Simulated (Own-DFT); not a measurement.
Simulation results for GaN (wurtzite, strained, atoms displaced)

Computed with Own-DFT development build. A calculation, not a measurement: plane-wave PBE density functional theory by an unreviewed code, no spin, of a simulated periodic cell, stress positive in tension, free energy of the whole cell less one offset for each atom, forces on such cells passed a denser k mesh, this cell's mesh not checked; offsets are fitted by least squares, one for each functional and potential file, so energies compare only between cells with the same atoms and settings and are not formation energies; the far tail of each file's local potential was reset to the Coulomb form; each entry is a single point on an unrelaxed cell, so the pressure reflects the starting lattice, mostly measured values (interpolated for alloys), from which strain is counted, and rises with the displacements; printed positions are rounded, which can move forces by about a meV/angstrom; the program, named Own-DFT, is a retired in-house code; no spin-orbit coupling.

Settings shared by all entries: functional PBE; potential files PseudoDojo norm-conserving, scalar-relativistic, standard set with the stringent files for Ga; wave cutoff 96 hartree; occupations Gaussian; smearing width 0.01 eV; k mesh 3 x 4 x 3 centred on Gamma.

```yaml
- entry: 1
  formula: GaN
  kind: "wurtzite, strained, atoms displaced"
  structure:
    cell_angstrom:
      - [12.756, 0.0, -0.1913]
      - [-4.7835, 8.2853, 0.0718]
      - [-0.1556, 0.0, 10.37]
    atoms_fractional:
      - [Ga, 0.07616, 0.22482, 0.01045]
      - [Ga, 0.16939, 0.11909, 0.2454]
      - ["N", 0.08918, 0.22818, 0.18623]
      - ["N", 0.15817, 0.10864, 0.43412]
      - [Ga, 0.0745, 0.21866, 0.50028]
      - [Ga, 0.16527, 0.10908, 0.74631]
      - ["N", 0.08565, 0.21839, 0.68076]
      - ["N", 0.17036, 0.11787, 0.93316]
      - [Ga, 0.08802, 0.56729, 0.00048]
      - [Ga, 0.16846, 0.4437, 0.25526]
      - ["N", 0.08155, 0.54844, 0.18408]
      - ["N", 0.15855, 0.43225, 0.44194]
      - [Ga, 0.08221, 0.5655, 0.49092]
      - [Ga, 0.16391, 0.44421, 0.74941]
      - ["N", 0.08674, 0.55738, 0.68422]
      - ["N", 0.17021, 0.44823, 0.93081]
      - [Ga, 0.08826, 0.89145, 0.99636]
      - [Ga, 0.16803, 0.77613, 0.25017]
      - ["N", 0.08266, 0.89247, 0.18937]
      - ["N", 0.16641, 0.77336, 0.43664]
      - [Ga, 0.08849, 0.89201, 0.49877]
      - [Ga, 0.1777, 0.78289, 0.74358]
      - ["N", 0.08532, 0.89668, 0.68556]
      - ["N", 0.17102, 0.78304, 0.93024]
      - [Ga, 0.33478, 0.21986, 0.00098]
      - [Ga, 0.40842, 0.10033, 0.25262]
      - ["N", 0.33659, 0.22776, 0.19251]
      - ["N", 0.41551, 0.11698, 0.4457]
      - [Ga, 0.3297, 0.21396, 0.50095]
      - [Ga, 0.42169, 0.11879, 0.75422]
      - ["N", 0.3281, 0.2125, 0.68599]
      - ["N", 0.41766, 0.11039, 0.93714]
      - [Ga, 0.325, 0.55448, 0.99673]
      - [Ga, 0.41911, 0.44907, 0.26345]
      - ["N", 0.33046, 0.54933, 0.18757]
      - ["N", 0.41245, 0.44796, 0.43647]
      - [Ga, 0.33565, 0.55134, 0.49589]
      - [Ga, 0.41588, 0.44131, 0.74608]
      - ["N", 0.3249, 0.55193, 0.67986]
      - ["N", 0.42007, 0.45105, 0.93439]
      - [Ga, 0.33802, 0.89248, 0.00853]
      - [Ga, 0.42138, 0.78023, 0.24267]
      - ["N", 0.32612, 0.88635, 0.1926]
      - ["N", 0.41288, 0.78038, 0.43542]
      - [Ga, 0.33245, 0.89297, 0.49988]
      - [Ga, 0.41818, 0.77704, 0.74421]
      - ["N", 0.3365, 0.89187, 0.68405]
      - ["N", 0.41809, 0.77168, 0.93649]
      - [Ga, 0.57993, 0.2202, 0.00973]
      - [Ga, 0.66645, 0.11606, 0.24957]
      - ["N", 0.58875, 0.22714, 0.18692]
      - ["N", 0.67205, 0.11164, 0.43946]
      - [Ga, 0.58862, 0.22757, 0.50371]
      - [Ga, 0.66818, 0.122, 0.75491]
      - ["N", 0.58004, 0.21433, 0.69184]
      - ["N", 0.66625, 0.10673, 0.93864]
      - [Ga, 0.58977, 0.56074, 0.99829]
      - [Ga, 0.67, 0.44719, 0.24526]
      - ["N", 0.58823, 0.55186, 0.19016]
      - ["N", 0.66296, 0.43861, 0.43489]
      - [Ga, 0.5883, 0.55812, 0.49322]
      - [Ga, 0.65894, 0.4269, 0.74323]
      - ["N", 0.58137, 0.55626, 0.69319]
      - ["N", 0.66062, 0.43505, 0.94225]
      - [Ga, 0.58005, 0.88062, 0.99792]
      - [Ga, 0.66722, 0.77249, 0.24225]
      - ["N", 0.58547, 0.89175, 0.19092]
      - ["N", 0.66375, 0.77186, 0.43897]
      - [Ga, 0.58256, 0.87871, 0.49042]
      - [Ga, 0.66363, 0.77755, 0.75057]
      - ["N", 0.57788, 0.89059, 0.68937]
      - ["N", 0.66835, 0.7744, 0.93585]
      - [Ga, 0.83323, 0.21758, 0.01538]
      - [Ga, 0.91341, 0.10545, 0.24709]
      - ["N", 0.83091, 0.22014, 0.19161]
      - ["N", 0.92175, 0.12159, 0.44576]
      - [Ga, 0.83444, 0.22861, 0.50488]
      - [Ga, 0.91395, 0.10849, 0.75077]
      - ["N", 0.83843, 0.23512, 0.68219]
      - ["N", 0.92206, 0.11995, 0.94211]
      - [Ga, 0.83796, 0.56086, 0.00134]
      - [Ga, 0.9175, 0.44409, 0.25331]
      - ["N", 0.83296, 0.54997, 0.185]
      - ["N", 0.91413, 0.44754, 0.44559]
      - [Ga, 0.83782, 0.5577, 0.49894]
      - [Ga, 0.91966, 0.44455, 0.75293]
      - ["N", 0.83138, 0.56011, 0.68681]
      - ["N", 0.91193, 0.42656, 0.93759]
      - [Ga, 0.82817, 0.88925, 8.0e-05]
      - [Ga, 0.91654, 0.77348, 0.24222]
      - ["N", 0.82963, 0.87829, 0.18515]
      - ["N", 0.90901, 0.76773, 0.43785]
      - [Ga, 0.83856, 0.89409, 0.48808]
      - [Ga, 0.91895, 0.78455, 0.74647]
      - ["N", 0.83093, 0.88739, 0.69455]
      - ["N", 0.92102, 0.76615, 0.93416]
  results:
    "free_energy_of_cell_above_offsets [eV]": "-4.875"
    "pressure [GPa]": 6.87
    "stress_xx [GPa]": -6.19
    "stress_yy [GPa]": -6.82
    "stress_zz [GPa]": -7.61
    "stress_yz [GPa]": 0.44
    "stress_xz [GPa]": -2.93
    "stress_xy [GPa]": -0.31
    force_element: [Ga, Ga, "N", "N", Ga, Ga, "N", "N", Ga, Ga, "N", "N", Ga, Ga, "N", "N", Ga, Ga, "N", "N", Ga, Ga, "N", "N", Ga, Ga, "N", "N", Ga, Ga, "N", "N", Ga, Ga, "N", "N", Ga, Ga, "N", "N", Ga, Ga, "N", "N", Ga, Ga, "N", "N", Ga, Ga, "N", "N", Ga, Ga, "N", "N", Ga, Ga, "N", "N", Ga, Ga, "N", "N", Ga, Ga, "N", "N", Ga, Ga, "N", "N", Ga, Ga, "N", "N", Ga, Ga, "N", "N", Ga, Ga, "N", "N", Ga, Ga, "N", "N", Ga, Ga, "N", "N", Ga, Ga, "N", "N"]
    "force_x [eV/angstrom]": [2.485, 0.539, -1.536, 0.952, 2.908, -0.006, -1.42, -0.686, -0.147, -0.124, -0.212, 0.027, 1.394, 0.544, -1.041, -1.95, -0.333, -1.493, 0.647, -0.415, -1.112, -1.479, 0.586, 0.391, -0.461, 0.592, 0.202, 1.173, -1.388, -0.895, 0.621, -0.103, 2.438, 0.414, 0.144, 1.893, -2.421, -0.887, 1.28, -0.22, -0.114, -0.73, 1.566, 0.504, 0.945, -0.646, 0.258, -1.261, 0.938, 0.451, -1.351, -1.12, -0.051, 1.876, -0.386, -0.143, -0.75, 0.477, -1.77, 0.502, -0.432, 0.2, 0.517, 0.837, 0.466, -0.615, 0.242, 0.954, -1.122, 0.051, 1.569, -0.681, -0.601, 0.692, 0.5, -2.701, 0.368, 0.458, -0.319, -1.369, -0.044, 0.154, 0.248, 0.771, -1.625, -0.316, 0.315, -0.024, 1.915, 0.509, -0.068, 0.863, -0.602, 0.436, -0.533, -1.111]
    "force_y [eV/angstrom]": [0.973, -0.839, -0.644, 0.275, 0.874, 0.747, 0.358, -0.514, -1.469, 0.189, 0.838, 2.056, -2.443, -0.702, 0.504, -0.876, 0.478, -0.671, -0.309, 1.855, -0.359, -0.557, -1.61, 0.097, 1.359, 2.113, -0.352, -0.711, 0.997, -1.491, 1.068, -0.29, -0.318, -0.353, 1.001, -1.066, 0.846, 0.152, 0.32, -0.618, -0.566, -0.967, 0.014, -0.312, -0.226, -0.741, 0.677, 0.748, 0.028, -0.575, -1.035, -0.317, -1.319, -1.583, 0.325, 0.074, -1.681, -0.74, 0.568, 0.733, -1.123, 3.251, -0.651, 0.837, 0.84, 0.014, -0.134, 1.012, 1.335, 0.156, 0.58, 0.706, 0.103, 0.488, 0.048, -2.26, -0.478, 0.836, -1.691, -1.874, -2.417, -0.076, 0.48, -0.311, -0.537, 1.246, -0.863, 1.997, 0.299, -0.101, 1.322, 1.788, -0.455, -1.001, 0.517, 2.102]
    "force_z [eV/angstrom]": [-2.514, 0.707, 1.343, -0.053, 0.535, 0.633, 1.703, 1.083, -1.276, 0.164, 1.004, -0.927, 1.876, -1.149, -0.103, 1.224, -0.108, -0.118, -0.511, -0.546, -0.217, 0.165, -0.262, 1.077, -0.262, 0.669, -0.35, -1.299, -0.11, -0.595, 0.196, 0.977, 0.37, -3.329, 0.023, 1.779, 0.62, 0.257, 0.802, 0.661, -1.906, 1.084, -0.631, -0.538, -0.014, 0.258, 0.499, 0.263, -1.922, 0.842, 1.532, -0.209, -0.639, -0.261, -1.244, 1.016, -0.095, 0.806, -0.428, 0.109, 1.562, 1.576, -1.448, -0.745, -0.101, 1.105, -0.726, -1.269, 1.417, -0.755, -0.748, 0.534, -2.793, 0.912, 1.44, -2.411, -1.016, -0.298, 1.894, -0.334, -1.182, 0.024, 0.594, -1.859, 1.066, -0.283, 0.238, 0.765, -1.046, 1.036, 0.327, -1.094, 1.697, 0.142, -1.213, 0.335]
- entry: 2
  formula: GaN
  kind: "wurtzite, strained, atoms displaced"
  structure:
    cell_angstrom: [[12.756, -0.1913, 0.0], [-4.9078, 8.357, 0.0], [0.0, 0.0, 10.37]]
    atoms_fractional:
      - [Ga, 0.08339, 0.2139, 0.99838]
      - [Ga, 0.16404, 0.11083, 0.24683]
      - ["N", 0.09028, 0.23122, 0.19235]
      - ["N", 0.15999, 0.10542, 0.43799]
      - [Ga, 0.08338, 0.22104, 0.51014]
      - [Ga, 0.16485, 0.11762, 0.75237]
      - ["N", 0.08477, 0.21546, 0.68611]
      - ["N", 0.16018, 0.10044, 0.93592]
      - [Ga, 0.08149, 0.54969, 0.99861]
      - [Ga, 0.16584, 0.45776, 0.24963]
      - ["N", 0.08457, 0.55688, 0.18878]
      - ["N", 0.16811, 0.45101, 0.4444]
      - [Ga, 0.08063, 0.54758, 0.50602]
      - [Ga, 0.15844, 0.43688, 0.75013]
      - ["N", 0.07899, 0.55947, 0.6893]
      - ["N", 0.16623, 0.44985, 0.9373]
      - [Ga, 0.08393, 0.88433, 0.0026]
      - [Ga, 0.17198, 0.78674, 0.24871]
      - ["N", 0.09003, 0.88966, 0.18389]
      - ["N", 0.16779, 0.78783, 0.43653]
      - [Ga, 0.08611, 0.89282, 0.49449]
      - [Ga, 0.17002, 0.78323, 0.74861]
      - ["N", 0.07633, 0.88511, 0.68803]
      - ["N", 0.17023, 0.78838, 0.94196]
      - [Ga, 0.33638, 0.23073, 0.00111]
      - [Ga, 0.4126, 0.10461, 0.24584]
      - ["N", 0.33554, 0.22631, 0.19224]
      - ["N", 0.41361, 0.12434, 0.44071]
      - [Ga, 0.33204, 0.22297, 0.50736]
      - [Ga, 0.41321, 0.11276, 0.74943]
      - ["N", 0.34016, 0.22338, 0.68582]
      - ["N", 0.41891, 0.11485, 0.93066]
      - [Ga, 0.33317, 0.55959, 0.99785]
      - [Ga, 0.41146, 0.44191, 0.25232]
      - ["N", 0.33753, 0.55991, 0.18825]
      - ["N", 0.4104, 0.43741, 0.4383]
      - [Ga, 0.33856, 0.56374, 0.49364]
      - [Ga, 0.41117, 0.43766, 0.7517]
      - ["N", 0.34079, 0.56117, 0.69595]
      - ["N", 0.41713, 0.44342, 0.93621]
      - [Ga, 0.33318, 0.88276, 0.00332]
      - [Ga, 0.41129, 0.77197, 0.24874]
      - ["N", 0.3287, 0.88661, 0.19571]
      - ["N", 0.41479, 0.77303, 0.43422]
      - [Ga, 0.3318, 0.89121, 0.50602]
      - [Ga, 0.41509, 0.77441, 0.74628]
      - ["N", 0.3366, 0.89208, 0.69511]
      - ["N", 0.4133, 0.77365, 0.93993]
      - [Ga, 0.58732, 0.22354, 0.0074]
      - [Ga, 0.66708, 0.11723, 0.24574]
      - ["N", 0.57953, 0.22914, 0.19153]
      - ["N", 0.66472, 0.11015, 0.43425]
      - [Ga, 0.58034, 0.22414, 0.49828]
      - [Ga, 0.66477, 0.10629, 0.74757]
      - ["N", 0.58116, 0.21239, 0.68932]
      - ["N", 0.66653, 0.1082, 0.93626]
      - [Ga, 0.57762, 0.55252, 0.9963]
      - [Ga, 0.66092, 0.43894, 0.25628]
      - ["N", 0.59215, 0.56124, 0.19203]
      - ["N", 0.67042, 0.44566, 0.44497]
      - [Ga, 0.58176, 0.55073, 0.50248]
      - [Ga, 0.66604, 0.43687, 0.75299]
      - ["N", 0.58081, 0.55281, 0.69566]
      - ["N", 0.66929, 0.45163, 0.94273]
      - [Ga, 0.5768, 0.87985, 0.01534]
      - [Ga, 0.66866, 0.77631, 0.24742]
      - ["N", 0.5839, 0.89349, 0.18842]
      - ["N", 0.65957, 0.76738, 0.44187]
      - [Ga, 0.58257, 0.89578, 0.51143]
      - [Ga, 0.66385, 0.77902, 0.74098]
      - ["N", 0.57699, 0.87737, 0.69194]
      - ["N", 0.66664, 0.78371, 0.94012]
      - [Ga, 0.8347, 0.2224, 0.00855]
      - [Ga, 0.91477, 0.11822, 0.25878]
      - ["N", 0.83957, 0.22975, 0.18956]
      - ["N", 0.92305, 0.12301, 0.43797]
      - [Ga, 0.83752, 0.23002, 0.49723]
      - [Ga, 0.9239, 0.11446, 0.75372]
      - ["N", 0.83607, 0.22683, 0.6889]
      - ["N", 0.91706, 0.11709, 0.94297]
      - [Ga, 0.83695, 0.5535, 0.99728]
      - [Ga, 0.91691, 0.43626, 0.25424]
      - ["N", 0.83554, 0.56326, 0.17716]
      - ["N", 0.91806, 0.45275, 0.43641]
      - [Ga, 0.82913, 0.55591, 0.49386]
      - [Ga, 0.91556, 0.45352, 0.73672]
      - ["N", 0.83651, 0.54397, 0.6938]
      - ["N", 0.92001, 0.44484, 0.93554]
      - [Ga, 0.83059, 0.89641, 0.99793]
      - [Ga, 0.91593, 0.77176, 0.25059]
      - ["N", 0.83138, 0.89012, 0.18525]
      - ["N", 0.91783, 0.77116, 0.43695]
      - [Ga, 0.83671, 0.889, 0.50262]
      - [Ga, 0.92186, 0.78334, 0.74674]
      - ["N", 0.84036, 0.88707, 0.68648]
      - ["N", 0.91783, 0.77861, 0.93546]
  results:
    "free_energy_of_cell_above_offsets [eV]": "-4.376"
    "pressure [GPa]": 7.08
    "stress_xx [GPa]": -7.34
    "stress_yy [GPa]": -6.71
    "stress_zz [GPa]": -7.2
    "stress_yz [GPa]": -0.11
    "stress_xz [GPa]": -0.4
    "stress_xy [GPa]": -3.1
    force_element: [Ga, Ga, "N", "N", Ga, Ga, "N", "N", Ga, Ga, "N", "N", Ga, Ga, "N", "N", Ga, Ga, "N", "N", Ga, Ga, "N", "N", Ga, Ga, "N", "N", Ga, Ga, "N", "N", Ga, Ga, "N", "N", Ga, Ga, "N", "N", Ga, Ga, "N", "N", Ga, Ga, "N", "N", Ga, Ga, "N", "N", Ga, Ga, "N", "N", Ga, Ga, "N", "N", Ga, Ga, "N", "N", Ga, Ga, "N", "N", Ga, Ga, "N", "N", Ga, Ga, "N", "N", Ga, Ga, "N", "N", Ga, Ga, "N", "N", Ga, Ga, "N", "N", Ga, Ga, "N", "N", Ga, Ga, "N", "N"]
    "force_x [eV/angstrom]": [-0.196, 0.091, -0.837, 0.119, 0.725, 1.966, -0.617, 0.541, -0.354, 1.407, -0.59, 0.088, -0.06, 0.601, 2.102, 0.619, -0.83, -1.889, -1.199, 0.709, -0.226, -1.103, 2.878, 0.493, 0.294, -0.772, 0.016, 1.333, -1.052, 1.297, -1.95, -0.228, 0.338, 1.067, -0.443, 0.162, 0.126, 0.486, -1.387, -1.529, -0.235, 0.572, 2.48, -0.417, 0.273, -0.897, 0.092, 0.116, -0.38, -0.191, 1.204, -0.03, 0.62, 0.292, -0.134, -0.195, 1.952, 0.721, -1.643, -1.877, -0.464, -0.191, 0.814, -0.292, 0.576, -0.705, -0.035, 0.329, 0.552, 1.398, 0.439, -0.802, -0.503, 1.607, -0.815, -0.73, -0.561, -2.059, 0.689, 0.303, -0.187, -0.907, 0.417, -0.048, 1.974, 2.756, -4.808, -0.673, 1.373, -0.232, 1.029, -1.002, -0.458, -1.134, -1.581, -0.583]
    "force_y [eV/angstrom]": [1.165, 0.151, -0.325, 1.495, 0.566, -1.834, 1.418, 1.657, 1.275, -1.402, 0.74, -0.817, 1.88, 1.637, 0.006, -1.392, -0.155, -1.813, 0.27, -1.317, -0.807, -0.111, 1.766, -1.703, -1.729, 1.102, -0.711, -1.733, -0.13, -0.202, -0.192, -0.194, -1.018, 0.737, -0.748, 0.835, -1.467, 0.936, -1.85, 0.165, 1.268, 1.331, 0.531, 2.071, 0.251, 0.377, -0.457, 0.798, 0.245, -0.484, -1.384, 0.501, -0.593, 0.358, 0.638, -0.035, 1.248, 1.925, -1.286, -0.775, -0.097, 0.389, -0.317, -1.149, 0.884, 0.434, -0.164, 1.693, -0.913, -0.596, 1.834, -0.826, 0.531, -0.979, -1.37, -1.123, -0.617, -0.628, -0.964, -0.137, 0.717, 2.786, -1.839, -0.734, 0.366, -2.888, 3.033, -0.575, -1.174, 0.974, 1.046, 1.079, -0.183, -2.22, 0.736, 0.318]
    "force_z [eV/angstrom]": [1.122, 0.576, -0.594, 0.069, -2.904, -0.185, 1.335, 0.378, 0.15, 0.612, -0.21, -0.39, -0.929, -0.082, -0.017, -0.157, -0.765, 0.944, 1.127, 0.453, 1.085, 0.802, -0.995, -0.794, 0.065, 1.272, -0.945, -0.684, -1.643, 0.293, 1.129, 2.313, 0.141, -0.1, -0.391, 0.381, 1.531, -0.305, -1.422, 0.383, -0.547, 0.438, -1.57, 0.769, -0.861, 1.673, -1.048, -0.188, -1.927, 0.536, -0.013, 0.484, 0.626, 0.793, -0.602, 1.211, 0.802, -0.724, -0.588, -0.991, 0.4, 0.246, -0.842, -0.479, -3.533, 1.049, 2.172, -0.013, -2.375, 1.663, -0.339, -0.717, -2.171, -1.719, 0.439, 1.165, 0.684, 0.025, -0.522, -0.793, -0.833, -0.846, 2.472, 0.424, 1.862, 3.068, -2.271, -0.178, 0.138, -0.884, 0.901, -0.064, -1.13, 1.507, 0.341, 0.231]
- entry: 3
  formula: GaN
  kind: "wurtzite, strained, atoms displaced"
  structure:
    cell_angstrom:
      - [12.756, 0.0, -0.1913]
      - [-4.7835, 8.2853, 0.0718]
      - [-0.1556, 0.0, 10.37]
    atoms_fractional:
      - [Ga, 0.07753, 0.22191, 0.00435]
      - [Ga, 0.16703, 0.11513, 0.25587]
      - ["N", 0.09407, 0.22213, 0.19153]
      - ["N", 0.1667, 0.10146, 0.43765]
      - [Ga, 0.08876, 0.22519, 0.49968]
      - [Ga, 0.16984, 0.11747, 0.75568]
      - ["N", 0.08131, 0.22184, 0.69319]
      - ["N", 0.167, 0.11769, 0.93993]
      - [Ga, 0.08554, 0.56063, 0.00111]
      - [Ga, 0.1748, 0.44548, 0.26006]
      - ["N", 0.07523, 0.54774, 0.19064]
      - ["N", 0.15742, 0.43791, 0.43866]
      - [Ga, 0.08935, 0.5555, 0.50604]
      - [Ga, 0.16177, 0.43813, 0.74753]
      - ["N", 0.0871, 0.55702, 0.67881]
      - ["N", 0.16727, 0.44698, 0.93434]
      - [Ga, 0.08731, 0.89117, 0.99364]
      - [Ga, 0.16581, 0.7831, 0.24464]
      - ["N", 0.08601, 0.89492, 0.18678]
      - ["N", 0.16103, 0.77341, 0.43873]
      - [Ga, 0.0805, 0.88595, 0.50653]
      - [Ga, 0.16465, 0.7763, 0.75009]
      - ["N", 0.08428, 0.89026, 0.69144]
      - ["N", 0.16379, 0.77547, 0.93781]
      - [Ga, 0.33153, 0.21813, 0.00373]
      - [Ga, 0.41232, 0.10912, 0.25138]
      - ["N", 0.32617, 0.22478, 0.18153]
      - ["N", 0.4132, 0.11132, 0.45084]
      - [Ga, 0.32647, 0.2177, 0.50346]
      - [Ga, 0.42061, 0.10677, 0.75739]
      - ["N", 0.33459, 0.22101, 0.70058]
      - ["N", 0.42416, 0.11718, 0.9354]
      - [Ga, 0.33898, 0.55292, 0.99912]
      - [Ga, 0.42895, 0.45449, 0.2549]
      - ["N", 0.32698, 0.54857, 0.18441]
      - ["N", 0.42129, 0.45093, 0.43475]
      - [Ga, 0.32978, 0.55063, 0.50394]
      - [Ga, 0.41083, 0.44819, 0.75234]
      - ["N", 0.33841, 0.57484, 0.68489]
      - ["N", 0.41961, 0.44352, 0.93607]
      - [Ga, 0.33741, 0.88854, 0.00215]
      - [Ga, 0.41513, 0.77199, 0.2485]
      - ["N", 0.33408, 0.88548, 0.19359]
      - ["N", 0.41924, 0.77844, 0.44612]
      - [Ga, 0.32999, 0.88247, 0.49077]
      - [Ga, 0.41203, 0.766, 0.75343]
      - ["N", 0.33511, 0.88108, 0.68275]
      - ["N", 0.41545, 0.77187, 0.94054]
      - [Ga, 0.57966, 0.21818, 0.00557]
      - [Ga, 0.66909, 0.11209, 0.25513]
      - ["N", 0.58777, 0.22735, 0.19083]
      - ["N", 0.66207, 0.10726, 0.44936]
      - [Ga, 0.58287, 0.22593, 0.50273]
      - [Ga, 0.66505, 0.11421, 0.74697]
      - ["N", 0.57571, 0.21781, 0.68998]
      - ["N", 0.66331, 0.10642, 0.93429]
      - [Ga, 0.57344, 0.55687, 0.00396]
      - [Ga, 0.67058, 0.44443, 0.25622]
      - ["N", 0.58117, 0.55854, 0.19063]
      - ["N", 0.66536, 0.44532, 0.43371]
      - [Ga, 0.58566, 0.5541, 0.50748]
      - [Ga, 0.66434, 0.44282, 0.73861]
      - ["N", 0.57862, 0.55244, 0.68927]
      - ["N", 0.65854, 0.43482, 0.93825]
      - [Ga, 0.57735, 0.8834, 0.00039]
      - [Ga, 0.67018, 0.78358, 0.24332]
      - ["N", 0.59043, 0.88446, 0.19209]
      - ["N", 0.66459, 0.77096, 0.43498]
      - [Ga, 0.59, 0.89496, 0.49586]
      - [Ga, 0.67059, 0.77372, 0.73896]
      - ["N", 0.58707, 0.89597, 0.68792]
      - ["N", 0.66564, 0.76957, 0.93856]
      - [Ga, 0.83798, 0.22895, 0.00676]
      - [Ga, 0.91955, 0.1207, 0.25726]
      - ["N", 0.83559, 0.22034, 0.20303]
      - ["N", 0.91213, 0.11115, 0.44235]
      - [Ga, 0.83349, 0.22183, 0.5019]
      - [Ga, 0.9214, 0.12339, 0.75321]
      - ["N", 0.83092, 0.22583, 0.68896]
      - ["N", 0.92141, 0.11703, 0.9371]
      - [Ga, 0.83274, 0.55737, 0.99887]
      - [Ga, 0.91521, 0.44467, 0.25332]
      - ["N", 0.83254, 0.56092, 0.18523]
      - ["N", 0.9169, 0.44913, 0.43461]
      - [Ga, 0.82999, 0.56477, 0.50204]
      - [Ga, 0.9142, 0.44374, 0.74276]
      - ["N", 0.82688, 0.56371, 0.68903]
      - ["N", 0.91625, 0.44496, 0.93786]
      - [Ga, 0.83673, 0.89105, 0.99477]
      - [Ga, 0.92296, 0.78155, 0.25498]
      - ["N", 0.83352, 0.87963, 0.18968]
      - ["N", 0.91669, 0.78644, 0.4425]
      - [Ga, 0.82886, 0.88673, 0.50486]
      - [Ga, 0.90902, 0.77621, 0.74548]
      - ["N", 0.83595, 0.89565, 0.68449]
      - ["N", 0.91069, 0.77749, 0.94928]
  results:
    "stress_zz [GPa]": null
```

To be estimated
1. What stress zz does the calculation give for GaN (wurtzite, strained, atoms displaced) (entry 3)?

Answers
1. -7.71 GPa

Further results for GaN (wurtzite, strained, atoms displaced) (entry 3):

```
free energy of cell above offsets : -4.421 eV
pressure                          : 6.83 GPa
stress xx                         : -6.09 GPa
stress yy                         : -6.71 GPa
stress yz                         : -0.03 GPa
stress xz                         : -2.91 GPa
stress xy                         : 0.17 GPa
```

Force:
```csv
element,x (eV/Å),y (eV/Å),z (eV/Å)
Ga,1.941,1.083,0.213
Ga,1.498,-1.253,-0.822
N,-3.273,0.979,-0.055
N,-1.28,0.896,0.89
Ga,-0.865,-1.779,0.468
Ga,0.101,-0.782,-0.174
N,0.758,-0.002,-1.391
N,-0.139,-0.606,0.098
Ga,0.137,-1.148,0.366
Ga,-1.676,-0.298,-1.992
N,1.542,0.921,-0.278
N,1.767,0.54,0.705
Ga,-1.935,0.322,-2.703
Ga,0.47,1.423,0.734
N,-1.12,-0.381,2.93
N,0.058,-0.115,0.471
Ga,-1.273,0.163,0.791
Ga,0.045,-1.379,0.847
N,-0.032,-0.018,-0.182
N,0.203,0.281,-0.536
Ga,0.597,-0.301,-0.324
Ga,1.153,0.345,-0.502
N,-0.824,0.011,0.469
N,0.834,0.772,-0.007
Ga,0.314,0.438,-1.333
Ga,0.174,0.927,0.515
N,1.755,0.156,2.064
N,0.076,0.071,-1.836
Ga,1.4,0.924,0.726
Ga,-1.043,-0.883,-1.694
N,-0.573,0.494,-1.343
N,-1.804,-1.782,1.773
Ga,-1.397,-0.823,0.111
Ga,-1.896,-1.328,-0.782
N,1.335,0.994,0.6
N,-0.936,-1.159,1.7
Ga,0.732,0.98,-1.115
Ga,0.935,-0.373,-0.48
N,-0.127,-5.349,-0.254
N,-1.755,-0.82,0.104
Ga,-0.565,0.132,-0.356
Ga,0.961,-0.049,0.979
N,-0.267,0.497,-0.781
N,-0.303,-0.736,-1.72
Ga,0.176,0.407,1.311
Ga,0.564,4.58,0.259
N,-1.18,0.67,1.095
N,-0.689,0.121,0.017
Ga,1.724,1.106,-0.559
Ga,-0.381,-0.49,0.187
N,-0.571,-1.146,0.677
N,0.217,1.829,-1.62
Ga,-0.151,-0.751,-0.068
Ga,0.246,-0.561,0.587
N,1.136,1.094,-0.805
N,0.422,0.393,1.309
Ga,3.219,-0.117,-0.169
Ga,-0.476,0.854,-2.137
N,1.421,-0.011,-0.39
N,0.008,-0.139,1.971
Ga,-0.807,0.258,-1.42
Ga,-0.693,-0.819,2.806
N,-0.132,-0.038,-0.128
N,0.286,1.152,-0.343
Ga,2.021,0.915,-0.345
Ga,2.193,-1.426,1.267
N,-3.375,1.529,-0.84
N,-0.034,0.559,0.478
Ga,-0.393,-2.035,1.26
Ga,-1.53,0.999,1.754
N,0.187,-1.275,0.01
N,-0.532,1.211,-0.67
Ga,-0.897,-0.98,-0.388
Ga,1.938,-1.936,-0.378
N,-1.217,0.602,-1.985
N,1.173,0.024,0.336
Ga,-0.45,0.903,-0.309
Ga,-0.782,-1.067,-0.459
N,0.397,-0.08,-0.134
N,-1.414,-0.637,0.449
Ga,-0.983,-0.982,-0.062
Ga,-0.445,0.634,-0.431
N,0.523,-0.577,0.991
N,-0.403,-0.1,1.967
Ga,1.412,-0.574,-0.889
Ga,0.073,0.878,0.846
N,1.358,-1.164,-0.613
N,0.06,0.398,-0.528
Ga,-1.539,0.003,1.442
Ga,-0.408,-0.254,-0.721
N,-0.24,2.034,-0.302
N,0.171,-0.561,-0.072
Ga,0.015,0.651,-1.699
Ga,1.283,1.314,1.716
N,-0.251,0.438,1.274
N,2.049,0.178,-2.445
```
